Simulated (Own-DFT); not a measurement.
# Computed records: InAs (zincblende, strongly disordered by large displacements)

A calculation, not a measurement: plane-wave PBE density functional theory by an unreviewed code, no spin, of a simulated periodic cell, stress positive in tension, free energy of the whole cell less one offset for each atom, forces on such cells passed a denser k mesh, this cell's mesh not checked; broken bonds can close the gap or carry spin, so checks made on this kind of crystal may not hold here; offsets are fitted by least squares, one for each functional and potential file, so energies compare only between cells with the same atoms and settings and are not formation energies; the far tail of each file's local potential was reset to the Coulomb form; each entry is a single point on an unrelaxed cell, so the pressure reflects the starting lattice, mostly measured values (interpolated for alloys), from which strain is counted, and rises with the displacements; printed positions are rounded, which can move forces by about a meV/angstrom; the program, named Own-DFT, is a retired in-house code; no spin-orbit coupling. Program: Own-DFT development build.

Settings shared by all entries: functional PBE; potential files PseudoDojo norm-conserving, scalar-relativistic, standard set; wave cutoff 42 hartree; occupations Fermi-Dirac; smearing width 0.1 eV; hardware one NVIDIA H200; k mesh 3 x 3 x 3 centred on Gamma.

```yaml
- entry: 1
  formula: InAs
  kind: "zincblende, strongly disordered by large displacements"
  structure:
    cell_angstrom: [[12.1166, 0.0, 0.0], [0.0, 12.1166, 0.0], [0.0, 0.0, 12.1166]]
    atoms_fractional:
      - [In, 0.00496, 0.9975, 0.97833]
      - [In, 0.0121, 0.25104, 0.2837]
      - [In, 0.26795, 0.99571, 0.25305]
      - [In, 0.2425, 0.25094, 0.00189]
      - [As, 0.13176, 0.1054, 0.1419]
      - [As, 0.14436, 0.37407, 0.35641]
      - [As, 0.38485, 0.1, 0.40413]
      - [As, 0.37835, 0.40007, 0.13125]
      - [In, 0.01377, 0.99331, 0.51157]
      - [In, 0.00124, 0.25187, 0.71935]
      - [In, 0.24695, 0.99565, 0.73296]
      - [In, 0.26842, 0.25174, 0.49703]
      - [As, 0.1228, 0.10687, 0.63893]
      - [As, 0.10354, 0.37232, 0.89367]
      - [As, 0.39805, 0.10794, 0.88611]
      - [As, 0.37444, 0.36329, 0.63366]
      - [In, 0.0116, 0.47305, 0.00823]
      - [In, 0.00897, 0.75943, 0.25839]
      - [In, 0.24535, 0.49355, 0.27246]
      - [In, 0.2458, 0.74596, 0.0121]
      - [As, 0.13942, 0.63072, 0.10438]
      - [As, 0.13426, 0.86318, 0.40501]
      - [As, 0.38692, 0.63314, 0.35979]
      - [As, 0.37698, 0.85308, 0.12641]
      - [In, 0.02129, 0.51472, 0.49477]
      - [In, 0.00028, 0.7199, 0.7607]
      - [In, 0.23561, 0.48911, 0.72886]
      - [In, 0.24664, 0.76466, 0.50007]
      - [As, 0.12138, 0.61932, 0.61879]
      - [As, 0.11222, 0.87324, 0.86152]
      - [As, 0.37076, 0.65272, 0.90526]
      - [As, 0.3849, 0.88574, 0.61563]
      - [In, 0.51182, 0.98881, 0.99678]
      - [In, 0.48688, 0.25242, 0.22283]
      - [In, 0.76238, 0.00879, 0.24709]
      - [In, 0.73729, 0.23879, 0.98416]
      - [As, 0.62898, 0.11024, 0.0979]
      - [As, 0.62543, 0.33783, 0.38439]
      - [As, 0.88648, 0.09963, 0.36182]
      - [As, 0.85931, 0.39835, 0.10814]
      - [In, 0.4873, 0.01015, 0.51727]
      - [In, 0.49839, 0.23153, 0.75058]
      - [In, 0.73777, 0.01199, 0.76947]
      - [In, 0.71821, 0.24048, 0.50287]
      - [As, 0.62112, 0.12927, 0.64761]
      - [As, 0.62111, 0.39098, 0.86099]
      - [As, 0.85281, 0.13192, 0.87997]
      - [As, 0.88546, 0.41464, 0.62808]
      - [In, 0.51434, 0.51528, 0.99592]
      - [In, 0.49025, 0.76269, 0.25985]
      - [In, 0.76668, 0.52465, 0.26871]
      - [In, 0.74231, 0.75136, 0.98783]
      - [As, 0.6321, 0.62316, 0.13335]
      - [As, 0.6362, 0.87428, 0.35038]
      - [As, 0.87898, 0.6248, 0.39279]
      - [As, 0.89949, 0.88019, 0.11788]
      - [In, 0.50924, 0.52025, 0.48613]
      - [In, 0.48585, 0.72709, 0.74268]
      - [In, 0.74607, 0.48759, 0.76648]
      - [In, 0.76682, 0.73198, 0.48493]
      - [As, 0.62003, 0.6163, 0.61885]
      - [As, 0.64715, 0.88647, 0.87493]
      - [As, 0.90069, 0.61424, 0.89045]
      - [As, 0.89493, 0.88897, 0.6316]
  results:
    "free_energy_of_cell_above_offsets [eV]": "-1.886"
    "pressure [GPa]": 9.16
    "stress_xx [GPa]": -9.65
    "stress_yy [GPa]": -8.96
    "stress_zz [GPa]": -8.87
    "stress_yz [GPa]": 1.52
    "stress_xz [GPa]": 0.31
    "stress_xy [GPa]": 0.17
    force_element: [In, In, In, In, As, As, As, As, In, In, In, In, As, As, As, As, In, In, In, In, As, As, As, As, In, In, In, In, As, As, As, As, In, In, In, In, As, As, As, As, In, In, In, In, As, As, As, As, In, In, In, In, As, As, As, As, In, In, In, In, As, As, As, As]
    "force_x [eV/angstrom]": [-0.579, -2.15, 0.1, 0.923, -0.743, -2.826, -3.952, -0.665, -0.643, -1.269, 2.212, -1.116, -0.251, 4.329, -3.134, 0.981, -1.872, 0.316, 3.934, -0.462, -3.964, -3.853, -2.543, -0.104, -1.065, 0.177, 0.353, 5.035, 2.351, 2.167, 2.394, -1.637, -1.05, 1.249, -1.492, -1.278, 0.179, -3.531, 1.394, -1.351, 7.098, -1.87, 2.472, 5.037, 1.455, -3.376, 4.831, -0.183, -0.647, 2.657, -1.573, 2.004, -0.185, 0.25, 4.986, -1.587, -0.736, 0.305, 3.465, -4.203, 2.045, -3.301, -2.969, -2.541]
    "force_y [eV/angstrom]": [1.432, -1.5, -0.925, -0.622, 1.416, -2.939, 4.595, -0.286, 0.579, 0.843, -1.517, -0.775, 3.308, -4.121, 1.277, 1.129, 4.783, -0.455, 5.622, 5.244, -4.136, 3.935, -1.462, 2.811, -2.761, 2.228, -0.465, -4.688, 2.661, -0.966, -3.066, -3.607, -2.639, -1.452, -1.565, 3.893, 1.326, 5.161, 2.269, -1.877, -1.79, 2.636, 0.361, -2.75, -2.069, -3.716, -0.613, -2.096, -0.152, -0.077, -2.701, -1.135, 1.189, 0.326, -1.727, -0.541, -2.662, 1.335, 3.566, 5.271, 0.988, -3.358, -0.784, -2.188]
    "force_z [eV/angstrom]": [1.107, -2.828, 0.637, 0.74, -0.975, 5.433, -6.193, -1.331, -1.678, 1.623, 2.94, 0.123, -2.007, -6.04, -1.082, -0.299, 3.771, -0.607, -4.564, -1.822, 4.69, -5.531, 2.191, -0.903, -1.905, -1.782, 2.242, 3.593, 1.283, -0.348, -3.52, 2.525, 0.603, 1.017, -2.904, 1.69, 3.378, -4.952, 3.36, 2.309, 2.005, 2.027, -3.186, 3.435, -2.402, 2.492, -1.845, -0.89, 0.352, -1.21, -1.992, 1.627, 0.279, 2.274, -2.823, 0.299, -0.736, 0.305, -2.128, 4.039, 1.385, 0.371, 0.935, 1.401]
    "wall_time [s]": 1127.0
- entry: 2
  formula: InAs
  kind: "zincblende, strongly disordered by large displacements"
  structure:
    cell_angstrom: [[12.1166, 0.0, 0.0], [0.0, 12.1166, 0.0], [0.0, 0.0, 12.1166]]
    atoms_fractional:
      - [In, 0.99914, 0.04749, 0.98074]
      - [In, 0.98678, 0.24277, 0.23045]
      - [In, 0.26937, 0.95046, 0.2333]
      - [In, 0.21505, 0.31556, 0.04752]
      - [As, 0.08039, 0.15124, 0.11438]
      - [As, 0.13053, 0.315, 0.37204]
      - [As, 0.3434, 0.16197, 0.35121]
      - [As, 0.37865, 0.34781, 0.1109]
      - [In, 0.00664, 0.00906, 0.5299]
      - [In, 0.99231, 0.22493, 0.71825]
      - [In, 0.27887, 0.03101, 0.77512]
      - [In, 0.19529, 0.22831, 0.5032]
      - [As, 0.11904, 0.08011, 0.63589]
      - [As, 0.12276, 0.38625, 0.88451]
      - [As, 0.38767, 0.14015, 0.89287]
      - [As, 0.37303, 0.35596, 0.68263]
      - [In, 0.98528, 0.51256, 0.97432]
      - [In, 0.98126, 0.74017, 0.22771]
      - [In, 0.22772, 0.52804, 0.22048]
      - [In, 0.2465, 0.7696, 0.95894]
      - [As, 0.09313, 0.64545, 0.11478]
      - [As, 0.16323, 0.81627, 0.32117]
      - [As, 0.37038, 0.59502, 0.38706]
      - [As, 0.36788, 0.85148, 0.13984]
      - [In, 0.01301, 0.48547, 0.4982]
      - [In, 0.01347, 0.73005, 0.74659]
      - [In, 0.21891, 0.48363, 0.78358]
      - [In, 0.25109, 0.80345, 0.47419]
      - [As, 0.12085, 0.60842, 0.6475]
      - [As, 0.18276, 0.90585, 0.85567]
      - [As, 0.335, 0.57425, 0.86485]
      - [As, 0.36608, 0.85951, 0.63138]
      - [In, 0.48257, 0.00032, 0.00843]
      - [In, 0.48536, 0.28557, 0.22775]
      - [In, 0.77928, 0.99539, 0.24355]
      - [In, 0.76575, 0.15396, 0.04707]
      - [As, 0.58009, 0.0958, 0.18249]
      - [As, 0.57661, 0.37395, 0.35398]
      - [As, 0.86838, 0.11019, 0.40421]
      - [As, 0.87453, 0.35758, 0.09915]
      - [In, 0.48037, 0.98693, 0.5039]
      - [In, 0.50869, 0.25377, 0.69682]
      - [In, 0.76594, 0.9822, 0.7375]
      - [In, 0.80842, 0.2582, 0.46263]
      - [As, 0.5838, 0.11141, 0.64198]
      - [As, 0.62099, 0.36777, 0.82778]
      - [As, 0.85998, 0.12784, 0.86412]
      - [As, 0.87815, 0.34458, 0.61304]
      - [In, 0.48535, 0.4944, 0.0068]
      - [In, 0.52736, 0.76034, 0.29716]
      - [In, 0.75681, 0.49423, 0.29154]
      - [In, 0.79885, 0.77362, 0.0296]
      - [As, 0.59727, 0.63156, 0.10108]
      - [As, 0.60335, 0.84855, 0.42109]
      - [As, 0.87411, 0.59511, 0.38145]
      - [As, 0.89353, 0.89726, 0.1532]
      - [In, 0.53247, 0.48254, 0.53237]
      - [In, 0.45783, 0.72751, 0.73631]
      - [In, 0.7595, 0.52218, 0.76691]
      - [In, 0.74355, 0.74234, 0.47756]
      - [As, 0.66888, 0.59453, 0.64253]
      - [As, 0.63443, 0.88872, 0.85326]
      - [As, 0.83009, 0.68945, 0.8852]
      - [As, 0.86216, 0.88976, 0.60793]
  results:
    "free_energy_of_cell_above_offsets [eV]": "38.991"
    "pressure [GPa]": 16.53
    "stress_xx [GPa]": -15.75
    "stress_yy [GPa]": -15.89
    "stress_zz [GPa]": -17.95
    "stress_yz [GPa]": -3.13
    "stress_xz [GPa]": -3.79
    "stress_xy [GPa]": 2.64
    force_element: [In, In, In, In, As, As, As, As, In, In, In, In, As, As, As, As, In, In, In, In, As, As, As, As, In, In, In, In, As, As, As, As, In, In, In, In, As, As, As, As, In, In, In, In, As, As, As, As, In, In, In, In, As, As, As, As, In, In, In, In, As, As, As, As]
    "force_x [eV/angstrom]": [0.66, -4.407, -5.211, -5.221, 7.425, -3.767, 0.072, -1.163, -5.874, 1.052, 3.323, 5.069, 7.473, -7.072, 0.693, -8.334, -1.417, -1.873, 1.398, 2.039, 2.686, -5.428, 0.223, 7.746, 0.795, -2.428, -1.518, 2.794, 1.731, -8.041, 9.202, -1.493, 0.764, 2.989, -6.135, -1.246, 1.068, 5.207, 3.446, -1.73, -0.953, 2.847, -1.893, -6.148, 5.723, 0.701, -1.002, -0.043, 0.223, -5.822, -5.071, -4.45, 2.076, 2.657, 4.174, 4.736, -1.932, 2.616, 5.167, 3.713, -5.875, -2.065, 3.083, 2.042]
    "force_y [eV/angstrom]": [-3.575, 3.668, 10.59, -2.733, -3.122, 7.236, -2.085, 5.114, -4.502, -0.054, 3.374, -4.607, 4.096, -7.2, 2.783, 6.337, 0.717, -0.386, -0.914, -4.65, -2.15, -1.109, 0.854, -6.789, -0.904, 3.082, -0.537, -2.209, -1.316, -2.03, 8.456, 2.683, -1.371, -6.965, 4.608, 1.393, -0.389, 3.332, -8.669, 1.117, 2.3, 1.348, 3.129, 6.973, -8.763, 0.86, 0.57, 4.244, -0.716, -6.865, -4.491, 3.688, 1.951, 7.239, 4.985, -1.232, -0.361, -2.614, -5.471, -2.692, 6.068, -1.681, -5.385, -4.258]
    "force_z [eV/angstrom]": [-1.971, 6.228, 5.196, -1.475, -2.329, -7.938, 0.287, -4.629, -7.056, 2.07, -4.476, 8.076, 6.117, 4.136, 0.76, -2.524, 0.559, 4.62, 1.451, 3.712, -4.344, -3.372, 0.169, -7.474, 0.467, 1.871, -11.77, 5.456, -3.328, 0.948, 6.077, -0.766, 0.287, 3.153, 4.719, 1.092, -0.427, 5.012, -4.764, 0.361, -0.089, 3.698, 1.65, 0.399, -3.458, 2.619, -2.035, 2.472, -2.078, -8.8, -5.071, 6.952, 2.047, 4.467, 2.453, -4.386, -0.102, 2.267, 7.597, 2.718, -8.194, 2.088, -8.933, -2.461]
    "wall_time [s]": 1245.0
- entry: 3
  formula: InAs
  kind: "zincblende, strongly disordered by large displacements"
  structure:
    cell_angstrom: [[12.1166, 0.0, 0.0], [0.0, 12.1166, 0.0], [0.0, 0.0, 12.1166]]
    atoms_fractional:
      - [In, 0.00395, 0.00725, 0.96697]
      - [In, 0.97672, 0.24889, 0.26712]
      - [In, 0.22261, 0.01444, 0.25616]
      - [In, 0.2639, 0.25562, 0.03758]
      - [As, 0.13009, 0.10196, 0.11137]
      - [As, 0.11233, 0.36155, 0.40528]
      - [As, 0.36845, 0.14141, 0.36865]
      - [As, 0.39561, 0.38373, 0.11081]
      - [In, 0.99037, 0.03221, 0.4895]
      - [In, 0.01867, 0.25858, 0.75384]
      - [In, 0.27269, 0.00822, 0.73026]
      - [In, 0.23412, 0.25172, 0.52405]
      - [As, 0.12552, 0.13556, 0.59363]
      - [As, 0.10791, 0.37054, 0.88794]
      - [As, 0.36333, 0.10401, 0.85396]
      - [As, 0.37153, 0.39191, 0.66737]
      - [In, 0.99211, 0.50253, 0.00438]
      - [In, 0.00659, 0.77353, 0.27368]
      - [In, 0.26377, 0.51579, 0.26227]
      - [In, 0.25347, 0.76159, 0.98638]
      - [As, 0.09686, 0.62014, 0.12788]
      - [As, 0.14984, 0.87733, 0.39214]
      - [As, 0.37805, 0.62541, 0.39792]
      - [As, 0.34328, 0.90266, 0.12958]
      - [In, 0.01075, 0.49364, 0.52421]
      - [In, 0.00071, 0.74631, 0.76613]
      - [In, 0.24985, 0.49231, 0.77977]
      - [In, 0.23701, 0.74462, 0.47361]
      - [As, 0.12064, 0.67111, 0.63827]
      - [As, 0.13696, 0.88366, 0.89718]
      - [As, 0.36601, 0.63794, 0.84665]
      - [As, 0.37291, 0.88785, 0.64585]
      - [In, 0.49013, 0.01456, 0.99598]
      - [In, 0.5097, 0.24657, 0.2685]
      - [In, 0.77278, 0.97944, 0.25038]
      - [In, 0.76039, 0.23953, 0.00428]
      - [As, 0.65341, 0.12088, 0.12936]
      - [As, 0.63286, 0.38406, 0.36481]
      - [As, 0.86202, 0.14234, 0.34208]
      - [As, 0.8643, 0.38649, 0.12149]
      - [In, 0.49113, 0.99724, 0.50377]
      - [In, 0.49683, 0.23167, 0.75458]
      - [In, 0.76049, 0.00806, 0.76375]
      - [In, 0.77368, 0.24822, 0.495]
      - [As, 0.63125, 0.1397, 0.59596]
      - [As, 0.63133, 0.39633, 0.87547]
      - [As, 0.86565, 0.12081, 0.8927]
      - [As, 0.86678, 0.36641, 0.61058]
      - [In, 0.48195, 0.50662, 0.98665]
      - [In, 0.52894, 0.73594, 0.24906]
      - [In, 0.75198, 0.51784, 0.25608]
      - [In, 0.73095, 0.75071, 0.00453]
      - [As, 0.65218, 0.6075, 0.12943]
      - [As, 0.64582, 0.89386, 0.36296]
      - [As, 0.87314, 0.65229, 0.36325]
      - [As, 0.88678, 0.89592, 0.14481]
      - [In, 0.48897, 0.47979, 0.50205]
      - [In, 0.47542, 0.75846, 0.7864]
      - [In, 0.74792, 0.48405, 0.74439]
      - [In, 0.72268, 0.76715, 0.46369]
      - [As, 0.61592, 0.63451, 0.64102]
      - [As, 0.63805, 0.86872, 0.83557]
      - [As, 0.87944, 0.62833, 0.8769]
      - [As, 0.87439, 0.88871, 0.64317]
  results:
    "free_energy_of_cell_above_offsets [eV]": "2.120"
    "pressure [GPa]": 9.52
    "stress_xx [GPa]": -9.83
    "stress_yy [GPa]": -10.68
    "stress_zz [GPa]": -8.04
    "stress_yz [GPa]": 0.96
    "stress_xz [GPa]": 1.79
    "stress_xy [GPa]": -1.11
    force_element: [In, In, In, In, As, As, As, As, In, In, In, In, As, As, As, As, In, In, In, In, As, As, As, As, In, In, In, In, As, As, As, As, In, In, In, In, As, As, As, As, In, In, In, In, As, As, As, As, In, In, In, In, As, As, As, As, In, In, In, In, As, As, As, As]
    "force_x [eV/angstrom]": [-0.208, 6.608, 1.709, -1.692, -1.818, 0.472, -1.104, -0.24, -1.504, -1.939, -7.947, 7.361, -3.992, 2.223, 2.278, 1.334, -0.726, 0.8, -1.69, 1.038, 2.729, -4.367, 1.8, 2.57, -0.341, -1.251, -3.596, 2.684, 2.167, -0.824, -4.087, 3.397, 1.121, 1.001, -3.199, -1.494, -2.528, -0.01, -4.626, 0.313, 0.414, 1.206, -0.603, -2.318, -0.797, -1.369, 1.206, 2.117, 1.832, -1.452, 3.069, 1.445, -4.409, -6.393, -0.075, 4.827, 1.14, 5.456, 1.034, 3.107, -0.077, -0.802, -1.709, 0.733]
    "force_y [eV/angstrom]": [-0.707, 5.862, -0.217, -1.526, 3.017, 1.144, -0.981, -0.425, -2.228, -1.759, 1.316, 5.741, -5.475, 0.683, 4.594, -2.505, -0.287, -0.006, -0.947, -2.381, 1.611, 5.316, -0.024, -1.741, 2.449, 2.964, 0.426, -3.384, -3.563, 0.506, -4.476, -5.571, -0.938, 0.071, 4.403, 3.128, -0.613, -0.234, -5.534, -0.904, 0.586, 1.101, 1.45, -0.725, -1.027, -2.822, 1.437, 1.806, 1.885, 1.041, -2.385, 1.23, 1.843, 2.952, -1.74, -3.921, 0.422, 5.059, 2.194, -5.01, -0.126, -0.698, -0.763, -0.596]
    "force_z [eV/angstrom]": [2.508, -4.988, 1.997, -1.829, -0.873, -2.844, 1.443, 3.445, -0.151, -1.998, -0.591, -2.797, 6.206, 1.726, 5.058, -2.914, -0.662, -1.56, -1.224, 2.931, 1.405, -2.331, -1.187, -0.628, 0.121, 1.416, -0.247, 4.548, -2.188, -4.168, 5.018, -4.722, 0.778, -2.025, 1.486, 0.717, 0.626, 1.466, 4.384, 1.018, -0.713, -0.37, -2.229, -2.049, 1.846, 1.495, -2.526, 3.149, -1.341, -0.091, 2.662, -0.915, -3.73, -0.999, 2.101, -6.01, 1.433, -4.392, -1.341, 5.723, -1.31, 2.89, 0.333, -1.988]
    "wall_time [s]": 1184.0
- entry: 4
  formula: InAs
  kind: "zincblende, strongly disordered by large displacements"
  structure:
    cell_angstrom: [[12.1166, 0.0, 0.0], [0.0, 12.1166, 0.0], [0.0, 0.0, 12.1166]]
    atoms_fractional:
      - [In, 0.98353, 0.96672, 0.00578]
      - [In, 0.00686, 0.26013, 0.26923]
      - [In, 0.2681, 0.99449, 0.20581]
      - [In, 0.20253, 0.2474, 0.04876]
      - [As, 0.07727, 0.14963, 0.1401]
      - [As, 0.14921, 0.39672, 0.41068]
      - [As, 0.35828, 0.14747, 0.37355]
      - [As, 0.38014, 0.4113, 0.1565]
      - [In, 0.94494, 0.99057, 0.4837]
      - [In, 0.97333, 0.2554, 0.70573]
      - [In, 0.27192, 0.00483, 0.75048]
      - [In, 0.25755, 0.23675, 0.49606]
      - [As, 0.14703, 0.16, 0.63954]
      - [As, 0.12051, 0.37125, 0.87801]
      - [As, 0.37554, 0.08431, 0.87726]
      - [As, 0.32268, 0.3843, 0.63119]
      - [In, 0.03415, 0.48952, 0.98609]
      - [In, 0.02635, 0.71716, 0.27579]
      - [In, 0.24539, 0.49461, 0.24613]
      - [In, 0.23966, 0.78542, 0.97274]
      - [As, 0.15592, 0.63932, 0.14107]
      - [As, 0.12054, 0.88587, 0.33959]
      - [As, 0.40148, 0.65426, 0.42808]
      - [As, 0.3938, 0.85715, 0.14332]
      - [In, 0.04087, 0.507, 0.50447]
      - [In, 0.01778, 0.78183, 0.77873]
      - [In, 0.24348, 0.47697, 0.77363]
      - [In, 0.25965, 0.772, 0.48191]
      - [As, 0.13259, 0.63211, 0.59694]
      - [As, 0.13541, 0.89088, 0.86052]
      - [As, 0.36476, 0.60816, 0.88849]
      - [As, 0.3718, 0.88834, 0.62783]
      - [In, 0.52645, 0.0184, 0.01727]
      - [In, 0.46903, 0.24035, 0.26085]
      - [In, 0.71457, 0.9918, 0.25865]
      - [In, 0.71659, 0.27379, 0.01935]
      - [As, 0.57266, 0.13578, 0.14743]
      - [As, 0.592, 0.35739, 0.32651]
      - [As, 0.889, 0.13901, 0.36802]
      - [As, 0.87456, 0.4198, 0.15872]
      - [In, 0.46152, 0.01117, 0.51864]
      - [In, 0.47085, 0.19746, 0.74911]
      - [In, 0.77183, 0.01241, 0.7363]
      - [In, 0.71507, 0.24908, 0.4672]
      - [As, 0.61335, 0.11087, 0.57942]
      - [As, 0.6187, 0.38181, 0.83147]
      - [As, 0.87937, 0.1539, 0.8252]
      - [As, 0.88489, 0.40333, 0.65017]
      - [In, 0.49709, 0.50338, 0.95658]
      - [In, 0.48474, 0.73764, 0.25747]
      - [In, 0.76269, 0.52252, 0.27294]
      - [In, 0.71178, 0.77783, 0.01032]
      - [As, 0.61226, 0.66398, 0.1068]
      - [As, 0.64327, 0.89983, 0.43109]
      - [As, 0.88209, 0.61799, 0.4074]
      - [As, 0.87542, 0.89405, 0.13897]
      - [In, 0.48094, 0.4544, 0.5239]
      - [In, 0.55398, 0.74529, 0.78099]
      - [In, 0.74754, 0.50295, 0.71255]
      - [In, 0.74627, 0.7328, 0.53302]
      - [As, 0.61532, 0.58549, 0.61856]
      - [As, 0.64691, 0.87304, 0.86942]
      - [As, 0.8975, 0.70432, 0.88746]
      - [As, 0.91513, 0.8898, 0.63231]
  results:
    "free_energy_of_cell_above_offsets [eV]": "20.774"
    "pressure [GPa]": 13.51
    "stress_xx [GPa]": -13.26
    "stress_yy [GPa]": -14.01
    "stress_zz [GPa]": -13.26
    "stress_yz [GPa]": -0.12
    "stress_xz [GPa]": 3.14
    "stress_xy [GPa]": -0.37
    force_element: [In, In, In, In, As, As, As, As, In, In, In, In, As, As, As, As, In, In, In, In, As, As, As, As, In, In, In, In, As, As, As, As, In, In, In, In, As, As, As, As, In, In, In, In, As, As, As, As, In, In, In, In, As, As, As, As, In, In, In, In, As, As, As, As]
    "force_x [eV/angstrom]": [1.93, -0.488, -2.358, 4.567, -0.548, 2.24, -0.411, 3.808, 2.778, 5.277, -4.3, -2.367, -1.12, 0.372, 1.702, 2.49, -3.432, -1.733, -2.671, 3.457, -0.777, 0.429, 2.162, -0.537, -6.991, 0.311, -0.179, -2.895, 3.118, 1.366, -3.601, -0.467, -2.056, -3.65, 0.955, 0.743, 5.538, 4.625, -3.466, 2.399, -0.358, 1.843, -1.451, 1.468, 2.295, -0.502, -2.363, 1.847, 3.893, 2.078, -3.528, 6.94, -2.842, -0.712, 0.313, -3.161, 0.386, -4.489, 0.802, 0.766, -3.663, 0.826, -4.378, -2.232]
    "force_y [eV/angstrom]": [2.817, 5.509, 2.053, 3.37, -6.754, -3.989, -6.463, -3.388, 1.544, -1.435, -0.416, 2.446, -2.019, -5.625, 2.362, -2.755, 5.079, 0.11, 1.832, -3.669, 0.361, 1.415, -2.878, 1.856, -0.763, -2.751, 3.969, 1.798, 4.856, 6.228, 4.889, -4.483, -4.865, 1.764, 0.76, 0.625, 0.828, 5.48, 0.058, -3.146, 0.714, 2.777, -0.827, 0.73, 1.073, -1.641, -2.55, 1.63, -2.82, -2.007, 1.321, 1.157, -5.789, -0.593, 0.865, -2.556, 0.256, -4.777, 0.679, 1.092, 4.171, 8.202, -4.424, -3.291]
    "force_z [eV/angstrom]": [-3.374, 2.806, 1.745, -3.004, -1.703, -4.589, -0.801, -3.978, -3.435, -1.092, -3.326, 2.022, 1.187, -1.781, 6.306, -1.61, 4.261, 0.032, 3.719, 3.84, -2.764, 1.586, -1.195, -4.684, 0.743, -6.973, 0.578, 0.479, 4.978, 1.108, -2.304, 1.311, -4.365, -2.375, -0.42, -0.431, 0.616, 3.602, 0.36, -3.467, -3.893, -2.026, -0.976, -0.503, 3.261, 1.4, 6.331, -5.059, 3.247, 2.975, 0.61, 1.551, 3.523, -0.209, 0.318, 3.03, -1.968, -3.702, 5.143, -0.301, -1.788, -1.603, 4.047, 2.984]
    "wall_time [s]": 1158.0
```
